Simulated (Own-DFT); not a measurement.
Simulation results for GaN (wurtzite, strained, atoms displaced)

A calculation, not a measurement: plane-wave PBE density functional theory by an unreviewed code, no spin, of a simulated periodic cell, stress positive in tension, free energy of the whole cell less one offset for each atom, forces on such cells passed a denser k mesh, this cell's mesh not checked; offsets are fitted by least squares, one for each functional and potential file, so energies compare only between cells with the same atoms and settings and are not formation energies; the far tail of each file's local potential was reset to the Coulomb form; each entry is a single point on an unrelaxed cell, so the pressure reflects the starting lattice, mostly measured values (interpolated for alloys), from which strain is counted, and rises with the displacements; printed positions are rounded, which can move forces by about a meV/angstrom; the program, named Own-DFT, is a retired in-house code; no spin-orbit coupling. Program: Own-DFT development build.

Common to all runs: functional PBE; potential files PseudoDojo norm-conserving, scalar-relativistic, standard set with the stringent files for Ga; wave cutoff 96 hartree; occupations Gaussian; smearing width 0.01 eV; k mesh 3 x 4 x 3 centred on Gamma.

(1) GaN (wurtzite, strained, atoms displaced)

```
GaN
1.0
     12.7560     0.0000     0.0000
     -4.7835     8.2853     0.0000
      0.0000     0.0000    10.4218
Ga N Ga N Ga N Ga N Ga N Ga N Ga N Ga N Ga N Ga N Ga N Ga N Ga N Ga N Ga N Ga N Ga N Ga N Ga N Ga N Ga N Ga N Ga N Ga N
2 2 2 2 2 2 2 2 2 2 2 2 2 2 2 2 2 2 2 2 2 2 2 2 2 2 2 2 2 2 2 2 2 2 2 2 2 2 2 2 2 2 2 2 2 2 2 2
Direct
  0.07635 0.22045 0.00168
  0.16999 0.11026 0.24626
  0.07242 0.21916 0.18477
  0.17506 0.11939 0.44424
  0.07465 0.21565 0.50367
  0.17165 0.11893 0.75017
  0.08599 0.21837 0.68725
  0.16538 0.11522 0.93904
  0.09400 0.56289 0.99505
  0.16140 0.44566 0.24775
  0.08636 0.55723 0.18132
  0.16952 0.44161 0.43834
  0.08255 0.55397 0.49484
  0.16502 0.44735 0.74029
  0.08074 0.55444 0.68284
  0.16406 0.44657 0.94048
  0.09277 0.89590 0.99783
  0.17003 0.77956 0.25300
  0.09029 0.90037 0.18267
  0.16593 0.76960 0.42946
  0.08217 0.89576 0.50135
  0.16767 0.78121 0.74989
  0.08448 0.88937 0.68578
  0.17086 0.78074 0.94379
  0.33347 0.22226 0.00400
  0.41107 0.10715 0.24925
  0.33118 0.21946 0.19101
  0.41306 0.10959 0.44135
  0.33189 0.20860 0.50117
  0.41191 0.11278 0.74282
  0.33974 0.22594 0.68646
  0.42355 0.11349 0.93065
  0.33233 0.55034 0.00216
  0.42088 0.44455 0.25461
  0.33759 0.55799 0.18682
  0.42064 0.44748 0.43959
  0.33434 0.55489 0.50018
  0.41473 0.44596 0.73880
  0.32961 0.55035 0.68498
  0.41586 0.44033 0.94701
  0.33476 0.89390 0.00241
  0.41498 0.77266 0.24488
  0.32860 0.88307 0.18484
  0.41390 0.76733 0.44528
  0.32960 0.87920 0.50263
  0.41524 0.77030 0.74933
  0.32567 0.88949 0.68216
  0.42833 0.78625 0.93904
  0.58480 0.22097 0.00041
  0.66932 0.11790 0.24880
  0.57198 0.21515 0.18243
  0.66767 0.10829 0.43314
  0.58422 0.22401 0.49780
  0.66257 0.11045 0.74681
  0.58638 0.22848 0.68946
  0.65705 0.11090 0.94061
  0.58263 0.56056 0.99974
  0.66568 0.45896 0.25581
  0.58013 0.54849 0.18761
  0.65545 0.43498 0.44244
  0.58110 0.55040 0.49997
  0.66590 0.44076 0.75537
  0.57833 0.54348 0.68721
  0.67258 0.45592 0.94085
  0.57929 0.88830 0.99742
  0.66748 0.77376 0.24889
  0.58755 0.89660 0.19406
  0.66912 0.78485 0.43848
  0.58410 0.88996 0.50084
  0.66874 0.76840 0.75408
  0.58693 0.90047 0.68962
  0.66859 0.78552 0.94167
  0.83335 0.21918 0.00246
  0.91639 0.10645 0.24407
  0.82938 0.22464 0.18752
  0.90650 0.10487 0.44295
  0.83015 0.21291 0.50099
  0.91423 0.11611 0.74636
  0.83583 0.22245 0.68504
  0.91612 0.10948 0.93550
  0.83500 0.55253 0.99987
  0.91655 0.44417 0.24967
  0.82950 0.55421 0.18406
  0.92231 0.44447 0.43586
  0.83018 0.56093 0.50208
  0.91185 0.43803 0.74406
  0.82934 0.54862 0.68779
  0.91360 0.43681 0.93920
  0.83805 0.89554 0.00447
  0.92111 0.78509 0.24938
  0.83871 0.88875 0.18729
  0.91617 0.78117 0.43411
  0.82835 0.89664 0.50026
  0.91780 0.77676 0.75202
  0.83670 0.89247 0.68411
  0.91075 0.77115 0.94326
```

- free energy of cell above offsets: -5.995 eV
- pressure: 5.94 GPa
- stress xx: -6.75 GPa
- stress yy: -6.28 GPa
- stress zz: -4.8 GPa
- stress yz: 0.01 GPa
- stress xz: -0.18 GPa
- stress xy: 0.1 GPa

Force:
| element | x (eV/Å) | y (eV/Å) | z (eV/Å) |
| --- | --- | --- | --- |
| Ga | 0.762 | 0.622 | -0.685 |
| Ga | -1.374 | 0.928 | 1.147 |
| N | 2.198 | 0.79 | 0.6 |
| N | -2.117 | -1.191 | -1.335 |
| Ga | 0.973 | 0.649 | -0.926 |
| Ga | 0.224 | -0.787 | 0.19 |
| N | -1.176 | 0.659 | 0.316 |
| N | 0.402 | 0.212 | -0.271 |
| Ga | -2.242 | -0.773 | 0.658 |
| Ga | 1.247 | -0.325 | 0.388 |
| N | -0.99 | 0.331 | 0.586 |
| N | -0.803 | -0.464 | -0.217 |
| Ga | 0.585 | -0.027 | 0.254 |
| Ga | -0.173 | -0.725 | 1.227 |
| N | -0.072 | 0.429 | 0.47 |
| N | 1.635 | -0.752 | -1.362 |
| Ga | -1.596 | -0.683 | -0.021 |
| Ga | -0.9 | -0.519 | -1.539 |
| N | -0.072 | -1.588 | 0.688 |
| N | -0.674 | 1.121 | 1.823 |
| Ga | 0.703 | -0.778 | -0.669 |
| Ga | -0.451 | -0.809 | 0.21 |
| N | -0.249 | 0.296 | 0.717 |
| N | -0.124 | 0.305 | -1.615 |
| Ga | 0.605 | -0.357 | -0.64 |
| Ga | 0.766 | -0.251 | 0.431 |
| N | 0.159 | 0.803 | -0.283 |
| N | 1.68 | -1.205 | -0.807 |
| Ga | -0.357 | 2.35 | 0.221 |
| Ga | 2.073 | -0.502 | 1.064 |
| N | -1.78 | 0.035 | -0.143 |
| N | -1.709 | -0.289 | 0.53 |
| Ga | -0.066 | 0.65 | -0.478 |
| Ga | -1.189 | -0.318 | -0.208 |
| N | -0.469 | -1.244 | 0.438 |
| N | -0.564 | -1.012 | 0.119 |
| Ga | 0.072 | -1.134 | -0.592 |
| Ga | 0.402 | -0.473 | 1.901 |
| N | 0.066 | 0.662 | 0.454 |
| N | -0.194 | 0.528 | -1.655 |
| Ga | 1.17 | 0.268 | -0.889 |
| Ga | 0.349 | 1.09 | 1.018 |
| N | 0.828 | 0.603 | 0.626 |
| N | -0.062 | 1.701 | -1.194 |
| Ga | 0.032 | 0.373 | -1.243 |
| Ga | -0.195 | 1.403 | 0.127 |
| N | 1.53 | -0.208 | 1.206 |
| N | -3.391 | -2.47 | -0.968 |
| Ga | -1.252 | 1.493 | 0.067 |
| Ga | -1.258 | -0.32 | -0.248 |
| N | 0.984 | 1.089 | 1.453 |
| N | -0.84 | 0.562 | 0.881 |
| Ga | 0.147 | -1.612 | 0.594 |
| Ga | 0.278 | 1.056 | 1.273 |
| N | -0.436 | -1.033 | -0.815 |
| N | 2.83 | -0.215 | -1.022 |
| Ga | 0.65 | -0.301 | -0.114 |
| Ga | 1.807 | -2.271 | -0.66 |
| N | -0.588 | 1.656 | -0.202 |
| N | 1.575 | 1.829 | -0.986 |
| Ga | -0.336 | 1.296 | 0.406 |
| Ga | -0.156 | 0.339 | 0.232 |
| N | 0.298 | 1.537 | 0.237 |
| N | -0.81 | -1.145 | -0.218 |
| Ga | 2.04 | 1.604 | 1.509 |
| Ga | -0.626 | 0.819 | 0.053 |
| N | 0.027 | -1.254 | -0.854 |
| N | -0.203 | -1.659 | -0.274 |
| Ga | -0.523 | -0.186 | -0.104 |
| Ga | -0.582 | 0.948 | -0.471 |
| N | 0.329 | -2.58 | -0.455 |
| N | 0.441 | -0.465 | -0.177 |
| Ga | -1.035 | -0.046 | -0.577 |
| Ga | -1.854 | 0.298 | 1.404 |
| N | 1.357 | -0.294 | 0.05 |
| N | 1.993 | 1.182 | -1.768 |
| Ga | -1.14 | 1.793 | -0.466 |
| Ga | 1.338 | -0.927 | 0.694 |
| N | -1.16 | -0.34 | 0.082 |
| N | -0.522 | 0.134 | -0.184 |
| Ga | 0.049 | -0.057 | 0.05 |
| Ga | -0.122 | 0.566 | -0.379 |
| N | 0.423 | 0.478 | 1.436 |
| N | -1.817 | -0.636 | 0.249 |
| Ga | 0.795 | -0.684 | -0.611 |
| Ga | 0.433 | 0.757 | 1.105 |
| N | -0.044 | 1.01 | -0.117 |
| N | 0.728 | 0.881 | -0.791 |
| Ga | -0.151 | -1.077 | -0.961 |
| Ga | 0.934 | -1.064 | -0.504 |
| N | -1.278 | -0.163 | 0.283 |
| N | -0.235 | 0.163 | 0.68 |
| Ga | 1.312 | -1.826 | 0.283 |
| Ga | -0.256 | -0.006 | 0.19 |
| N | -0.268 | -0.608 | 0.916 |
| N | 1.252 | 1.355 | -0.841 |

(2) GaN (wurtzite, strained, atoms displaced)

```
GaN
1.0
     12.7560     0.0000     0.0000
     -4.7835     8.2853     0.0000
      0.0000     0.0000    10.4218
Ga N Ga N Ga N Ga N Ga N Ga N Ga N Ga N Ga N Ga N Ga N Ga N Ga N Ga N Ga N Ga N Ga N Ga N Ga N Ga N Ga N Ga N Ga N Ga N
2 2 2 2 2 2 2 2 2 2 2 2 2 2 2 2 2 2 2 2 2 2 2 2 2 2 2 2 2 2 2 2 2 2 2 2 2 2 2 2 2 2 2 2 2 2 2 2
Direct
  0.09197 0.22367 0.00537
  0.17286 0.11570 0.25212
  0.08985 0.22589 0.18815
  0.16305 0.11869 0.43821
  0.08460 0.22761 0.49372
  0.17515 0.11810 0.75454
  0.08307 0.22110 0.68828
  0.15934 0.11411 0.93434
  0.08679 0.56119 0.00225
  0.16775 0.44712 0.25387
  0.07315 0.55188 0.18151
  0.17188 0.44661 0.43252
  0.08367 0.55852 0.50296
  0.16543 0.44604 0.75091
  0.08034 0.55341 0.69263
  0.16767 0.44074 0.94323
  0.07570 0.87723 0.99373
  0.16142 0.77962 0.25157
  0.08408 0.88595 0.18976
  0.16715 0.78181 0.44222
  0.09138 0.88844 0.50186
  0.17266 0.78272 0.75193
  0.07991 0.88503 0.68761
  0.16507 0.77508 0.93039
  0.33037 0.23105 0.00291
  0.41761 0.11363 0.25245
  0.34483 0.22674 0.18291
  0.41622 0.12136 0.44282
  0.33527 0.21333 0.49448
  0.41261 0.11016 0.74857
  0.34083 0.22175 0.69034
  0.42660 0.11321 0.94631
  0.33537 0.55856 0.00361
  0.41930 0.45341 0.25847
  0.33320 0.54985 0.19042
  0.40506 0.42882 0.44686
  0.32976 0.55025 0.50882
  0.41395 0.45138 0.74899
  0.33413 0.55341 0.68386
  0.41227 0.43586 0.93813
  0.33775 0.89119 0.99356
  0.41915 0.77408 0.25745
  0.33350 0.88838 0.18575
  0.41221 0.76278 0.42959
  0.34254 0.90895 0.50633
  0.41759 0.77308 0.75327
  0.32779 0.88693 0.68951
  0.42155 0.77531 0.93450
  0.58147 0.22373 0.00571
  0.66811 0.10768 0.24006
  0.58328 0.22232 0.18417
  0.67000 0.11808 0.43426
  0.58108 0.22033 0.49116
  0.66766 0.11612 0.73769
  0.58294 0.23031 0.68233
  0.67470 0.11664 0.93868
  0.58262 0.56130 0.00819
  0.66501 0.44462 0.25670
  0.57740 0.55093 0.18682
  0.67168 0.44838 0.43990
  0.58121 0.55724 0.51895
  0.67227 0.45001 0.74400
  0.57036 0.54373 0.68672
  0.66662 0.44720 0.94460
  0.58689 0.89283 0.99577
  0.67811 0.78289 0.24338
  0.58016 0.88952 0.17392
  0.66664 0.78131 0.43807
  0.58226 0.89392 0.49737
  0.67059 0.78012 0.75061
  0.58553 0.87798 0.69662
  0.66651 0.78138 0.94363
  0.83585 0.22767 0.00249
  0.92094 0.11220 0.25093
  0.83463 0.21982 0.18688
  0.92208 0.11774 0.43469
  0.83414 0.22564 0.50043
  0.91875 0.11528 0.75716
  0.84650 0.22503 0.68535
  0.91785 0.11605 0.93611
  0.83420 0.56611 0.99761
  0.91088 0.44510 0.25027
  0.83727 0.56011 0.18798
  0.91261 0.43323 0.44915
  0.84700 0.56875 0.49647
  0.92283 0.45036 0.75504
  0.83019 0.54942 0.68883
  0.91765 0.43837 0.93698
  0.83822 0.88895 0.00689
  0.91457 0.77432 0.25258
  0.82737 0.88721 0.18238
  0.91533 0.78439 0.44519
  0.83359 0.88458 0.50436
  0.91074 0.77662 0.74752
  0.82956 0.88400 0.68384
  0.91773 0.77834 0.93405
```

- free energy of cell above offsets: -3.488 eV
- pressure: 6.42 GPa
- stress xx: -6.82 GPa
- stress yy: -5.21 GPa
- stress zz: -7.24 GPa
- stress yz: 1.2 GPa
- stress xz: 0.58 GPa
- stress xy: 0.4 GPa

Force:
| element | x (eV/Å) | y (eV/Å) | z (eV/Å) |
| --- | --- | --- | --- |
| Ga | -2.625 | 0.416 | -0.31 |
| Ga | 0.16 | -0.158 | -0.435 |
| N | -0.363 | -0.46 | 0.493 |
| N | 2.211 | -1.534 | -0.191 |
| Ga | -0.391 | -0.01 | 1.553 |
| Ga | -1.033 | -0.549 | -1.575 |
| N | 0.6 | 0.404 | -0.353 |
| N | 2.638 | -1.624 | 0.802 |
| Ga | -0.055 | -1.206 | -0.949 |
| Ga | -0.481 | 0.262 | -1.458 |
| N | 1.261 | 0.544 | 1.961 |
| N | -1.412 | 0.547 | 1.469 |
| Ga | 0.585 | -0.639 | -0.022 |
| Ga | 0.204 | -0.844 | 0.494 |
| N | 1.227 | 1.238 | -0.865 |
| N | -0.161 | 1.209 | -0.603 |
| Ga | 1.341 | 1.764 | 0.788 |
| Ga | 1.987 | -0.737 | -0.237 |
| N | -1.542 | 0.934 | -0.788 |
| N | 1.457 | -0.473 | -0.718 |
| Ga | -2.466 | 1.492 | 0.503 |
| Ga | -2.136 | -1.207 | -0.874 |
| N | 0.472 | 0.513 | 0.514 |
| N | 0.453 | 0.719 | 1.483 |
| Ga | 1.102 | -2.106 | -0.452 |
| Ga | 0.612 | -0.841 | -1.164 |
| N | -1.788 | 0.175 | 1.527 |
| N | 2.776 | -2.044 | -2.001 |
| Ga | -4.013 | 1.593 | 2.248 |
| Ga | 2.04 | 0.387 | 1.682 |
| N | -2.036 | 0.552 | -0.733 |
| N | -2.748 | -0.632 | -1.971 |
| Ga | 0.106 | -0.521 | -0.105 |
| Ga | 0.198 | -1.232 | 0.218 |
| N | -0.579 | 0.816 | -0.214 |
| N | 1.057 | 2.093 | -0.706 |
| Ga | 0.358 | -0.058 | -2.147 |
| Ga | 0.635 | -1.99 | 1.187 |
| N | -1.451 | 0.65 | 1.651 |
| N | -0.024 | 2.293 | -0.556 |
| Ga | -0.148 | -0.205 | 1.053 |
| Ga | -0.601 | 0.449 | -3.188 |
| N | -0.141 | -0.381 | 0.65 |
| N | -0.318 | 1.95 | 3.426 |
| Ga | 0.089 | -2.852 | -0.91 |
| Ga | -0.149 | 0.413 | -0.693 |
| N | 2.302 | 0.589 | -0.354 |
| N | -0.963 | -0.034 | 0.446 |
| Ga | 1.92 | 0.708 | -1.266 |
| Ga | -0.464 | 0.074 | 0.373 |
| N | 0.362 | 0.282 | 2.221 |
| N | -0.443 | -1.034 | -0.147 |
| Ga | 0.985 | 1.615 | 1.033 |
| Ga | 0.744 | 0.087 | 1.539 |
| N | 0.431 | -1.332 | -0.109 |
| N | -1.363 | -0.111 | -0.878 |
| Ga | 0.142 | -0.832 | -1.728 |
| Ga | -0.001 | 0.02 | -0.952 |
| N | 1.01 | 0.998 | 1.473 |
| N | -0.523 | 0.318 | 0.452 |
| Ga | 0.141 | -0.124 | -4.884 |
| Ga | -1.596 | -1.016 | 1.531 |
| N | 1.924 | 1.624 | 3.074 |
| N | -0.13 | 0.443 | -0.999 |
| Ga | -0.3 | 0.812 | -0.803 |
| Ga | -3.854 | -1.72 | 1.529 |
| N | 0.714 | -0.511 | 2.568 |
| N | 0.154 | -0.398 | -0.22 |
| Ga | 0.61 | -0.734 | 0.216 |
| Ga | 0.232 | -1.193 | 1.118 |
| N | -2.032 | 1.742 | -1.843 |
| N | 1.366 | -0.624 | -0.916 |
| Ga | 0.343 | -0.765 | -0.465 |
| Ga | -0.172 | 0.296 | -0.31 |
| N | 0.099 | 0.459 | 0.607 |
| N | -0.828 | -1.077 | 0.307 |
| Ga | 0.776 | -2.022 | 0.539 |
| Ga | 0.822 | -0.663 | -0.923 |
| N | -2.32 | 0.13 | 0.033 |
| N | 0.851 | -0.735 | 1.726 |
| Ga | 0.583 | -2.144 | 0.165 |
| Ga | 1.032 | -0.946 | 0.407 |
| N | -1.279 | -0.259 | 0 |
| N | 0.322 | 3.263 | -2.144 |
| Ga | -1.284 | -1.827 | 0.972 |
| Ga | -1.077 | -1.217 | -0.314 |
| N | 1.135 | 1.321 | -0.511 |
| N | -0.566 | 1.998 | 0.561 |
| Ga | -1.046 | 0.936 | -2.479 |
| Ga | 0.135 | 1.035 | 0.28 |
| N | 3.266 | 1.298 | 1.178 |
| N | 1.971 | -0.24 | -1.562 |
| Ga | -1.468 | 1.59 | -0.871 |
| Ga | 1.073 | -0.026 | -0.362 |
| N | 0.265 | 0.694 | 1.227 |
| N | -0.909 | 0.14 | -0.018 |

(3) GaN (wurtzite, strained, atoms displaced)

```
GaN
1.0
     12.7560     0.0000     0.0000
     -4.7835     8.2853     0.0000
      0.0000     0.0000    10.4218
Ga N Ga N Ga N Ga N Ga N Ga N Ga N Ga N Ga N Ga N Ga N Ga N Ga N Ga N Ga N Ga N Ga N Ga N Ga N Ga N Ga N Ga N Ga N Ga N
2 2 2 2 2 2 2 2 2 2 2 2 2 2 2 2 2 2 2 2 2 2 2 2 2 2 2 2 2 2 2 2 2 2 2 2 2 2 2 2 2 2 2 2 2 2 2 2
Direct
  0.07740 0.21490 0.99916
  0.16507 0.11694 0.24610
  0.08793 0.23148 0.19624
  0.16303 0.11208 0.43784
  0.08532 0.23066 0.49474
  0.15948 0.10963 0.75377
  0.08993 0.22791 0.69374
  0.16671 0.10877 0.93780
  0.08565 0.56216 0.00029
  0.16494 0.44115 0.24689
  0.08527 0.55894 0.18626
  0.17315 0.43985 0.44006
  0.08568 0.55811 0.49703
  0.16895 0.44200 0.75349
  0.08297 0.55950 0.68352
  0.17274 0.45197 0.93855
  0.08675 0.88489 0.00713
  0.16739 0.78141 0.24306
  0.07358 0.88061 0.19843
  0.16674 0.78239 0.43816
  0.09331 0.88783 0.49838
  0.16424 0.77857 0.75522
  0.08160 0.88349 0.69008
  0.16845 0.78006 0.94158
  0.33486 0.22207 0.99256
  0.42174 0.11536 0.25475
  0.33717 0.21586 0.19109
  0.40932 0.11368 0.43281
  0.32968 0.22321 0.49845
  0.41044 0.12126 0.75835
  0.32685 0.21256 0.68993
  0.41304 0.10916 0.94120
  0.33340 0.56470 0.00127
  0.41695 0.45052 0.25200
  0.33859 0.56270 0.18849
  0.41781 0.45059 0.44817
  0.33629 0.55852 0.50629
  0.41034 0.43106 0.74048
  0.33685 0.55796 0.69718
  0.41874 0.44157 0.93936
  0.32831 0.87787 0.99926
  0.42305 0.78844 0.25348
  0.33622 0.89271 0.19571
  0.40931 0.77251 0.44181
  0.33344 0.88626 0.49930
  0.41872 0.77990 0.74765
  0.33949 0.89000 0.69500
  0.41572 0.77660 0.93753
  0.58436 0.23095 0.00438
  0.67191 0.11541 0.25325
  0.58857 0.23253 0.19038
  0.66593 0.10282 0.43680
  0.58255 0.21736 0.49867
  0.67122 0.10644 0.74836
  0.57540 0.22499 0.68666
  0.66885 0.11576 0.94023
  0.59037 0.55555 0.00083
  0.66363 0.44440 0.24427
  0.58556 0.54925 0.18997
  0.65943 0.44202 0.45717
  0.57851 0.55859 0.50637
  0.67632 0.44922 0.74642
  0.57917 0.55123 0.69666
  0.67374 0.45217 0.92781
  0.58482 0.89119 0.99907
  0.66613 0.78126 0.24589
  0.58208 0.89147 0.18902
  0.66489 0.77652 0.44301
  0.58782 0.89047 0.50665
  0.67624 0.78233 0.75000
  0.58114 0.88406 0.69481
  0.67080 0.78123 0.93835
  0.83429 0.22075 0.99292
  0.92440 0.11512 0.25363
  0.83379 0.21718 0.18538
  0.91384 0.11034 0.43520
  0.83605 0.22105 0.50771
  0.91209 0.10469 0.74940
  0.82726 0.21850 0.69081
  0.91566 0.11337 0.94705
  0.83627 0.55455 0.00451
  0.91670 0.45004 0.25402
  0.83361 0.55853 0.18607
  0.90842 0.43362 0.42861
  0.84004 0.55876 0.50128
  0.90958 0.43449 0.74988
  0.82748 0.54970 0.68578
  0.91545 0.43670 0.94747
  0.83236 0.89425 0.99712
  0.92049 0.77925 0.24871
  0.83427 0.88839 0.19827
  0.91317 0.77227 0.44742
  0.83054 0.89256 0.49369
  0.91404 0.77881 0.74891
  0.83034 0.89162 0.68640
  0.91062 0.77289 0.94044
```

- free energy of cell above offsets: -4.978 eV
- pressure: 5.96 GPa
- stress xx: -7.04 GPa
- stress yy: -7.16 GPa
- stress zz: -3.67 GPa
- stress yz: 0.61 GPa
- stress xz: 0.54 GPa
- stress xy: 0.34 GPa

Force:
| element | x (eV/Å) | y (eV/Å) | z (eV/Å) |
| --- | --- | --- | --- |
| Ga | 1.292 | 1.613 | 0.434 |
| Ga | 1.89 | -0.614 | 0.845 |
| N | -0.238 | -1.625 | -1.992 |
| N | 0.195 | -0.228 | -0.1 |
| Ga | 0.14 | -1.896 | 1.256 |
| Ga | 1.204 | -0.93 | -0.494 |
| N | -2.047 | -0.896 | -1.052 |
| N | -0.693 | -0.393 | 0.955 |
| Ga | 0.183 | -1.517 | -0.09 |
| Ga | 0.649 | 2.598 | 0.789 |
| N | -0.129 | -0.161 | 0.529 |
| N | -1.54 | 1.714 | -0.759 |
| Ga | 0.033 | -0.413 | -0.164 |
| Ga | -0.541 | 1.372 | -0.22 |
| N | -0.056 | -1.056 | 0.872 |
| N | -1.216 | -1.165 | 0.479 |
| Ga | -1.765 | 0.498 | -0.426 |
| Ga | 0.601 | -0.068 | 1.344 |
| N | 2.585 | 2.33 | -1.928 |
| N | 1.604 | -1.552 | -1.067 |
| Ga | -3.126 | 0.966 | 0.859 |
| Ga | 1.072 | 0.015 | -0.953 |
| N | -0.498 | 0.736 | -0.079 |
| N | -0.655 | -0.467 | -0.189 |
| Ga | -0.428 | 0.6 | 1.792 |
| Ga | -0.207 | -0.174 | -0.948 |
| N | -1.794 | 1.059 | -0.646 |
| N | 1.327 | -0.67 | 1.612 |
| Ga | 0.139 | -0.049 | 0.085 |
| Ga | 2.777 | -1.587 | -0.713 |
| N | -1.551 | 0.315 | -0.978 |
| N | 0.996 | -0.457 | 0.421 |
| Ga | 1.841 | -1.308 | 0.01 |
| Ga | 0.519 | -1 | 0 |
| N | -0.713 | -0.139 | 0.297 |
| N | -0.391 | -0.792 | -1.26 |
| Ga | -0.408 | -0.09 | 0.36 |
| Ga | 0.463 | 1.57 | 1.958 |
| N | -0.496 | -0.545 | -1.091 |
| N | -0.382 | 0.761 | -0.278 |
| Ga | 1.212 | 1.915 | 0.822 |
| Ga | -0.681 | -1.246 | 0.308 |
| N | -0.232 | -0.206 | -1.277 |
| N | 1.488 | 0.862 | -0.204 |
| Ga | -0.497 | 1.071 | 0.885 |
| Ga | -0.115 | -0.401 | 0.992 |
| N | -1.958 | 0.393 | -0.746 |
| N | 0.383 | 0.867 | 0.035 |
| Ga | 0.252 | -0.477 | -1.136 |
| Ga | 0.04 | 0.035 | -0.765 |
| N | 0.353 | -1.749 | -0.184 |
| N | -0.128 | 0.915 | 0.833 |
| Ga | -0.885 | 0.252 | 0.605 |
| Ga | -3.661 | -0.203 | 0.992 |
| N | 1.473 | -0.73 | 0.57 |
| N | -0.424 | -0.39 | -0.496 |
| Ga | -1.154 | -0.152 | -0.777 |
| Ga | 1.475 | 0.693 | 2.697 |
| N | -1.771 | 1.68 | -0.497 |
| N | 1.243 | 0.494 | -2.283 |
| Ga | 1.477 | -0.302 | 0.634 |
| Ga | -3.157 | -1.777 | -0.258 |
| N | 0.589 | 0.965 | -0.558 |
| N | 0.132 | -0.742 | 1.98 |
| Ga | -0.335 | -0.007 | -0.052 |
| Ga | 0.313 | -0.573 | 0.864 |
| N | 0.674 | 0.342 | -0.34 |
| N | -0.263 | 0.125 | -0.916 |
| Ga | -1.093 | -0.75 | -0.243 |
| Ga | -2.477 | -2.085 | 0.569 |
| N | 1.258 | 0.63 | -0.675 |
| N | -0.618 | -0.113 | 0.247 |
| Ga | -1.09 | -0.142 | 2.206 |
| Ga | -1.729 | -0.434 | -0.868 |
| N | 0.325 | 0.835 | 0.256 |
| N | 0.584 | 0.711 | 1.285 |
| Ga | -0.857 | -0.117 | -1.674 |
| Ga | 0.956 | 1.329 | 0.481 |
| N | 1.933 | 0.222 | -0.4 |
| N | 0.664 | -0.568 | -2.005 |
| Ga | -0.475 | -0.195 | -0.843 |
| Ga | 0.209 | -1.073 | -2.379 |
| N | 0.057 | -0.287 | 0.858 |
| N | 1.017 | 0.787 | 2.651 |
| Ga | -1.655 | -1.25 | -0.29 |
| Ga | 0.55 | 1.936 | 0.696 |
| N | 2.753 | 1.565 | 0.066 |
| N | 0.228 | 1.647 | -1.771 |
| Ga | 0.793 | -0.997 | 1.594 |
| Ga | -2.767 | -1.534 | 1.82 |
| N | 0.084 | 0.52 | -1.205 |
| N | 0.637 | 1.516 | -1.129 |
| Ga | 1.081 | -0.935 | 0.283 |
| Ga | 0.621 | -0.587 | 0.101 |
| N | 1.525 | 0.343 | -0.556 |
| N | 1.003 | 1.018 | -0.281 |
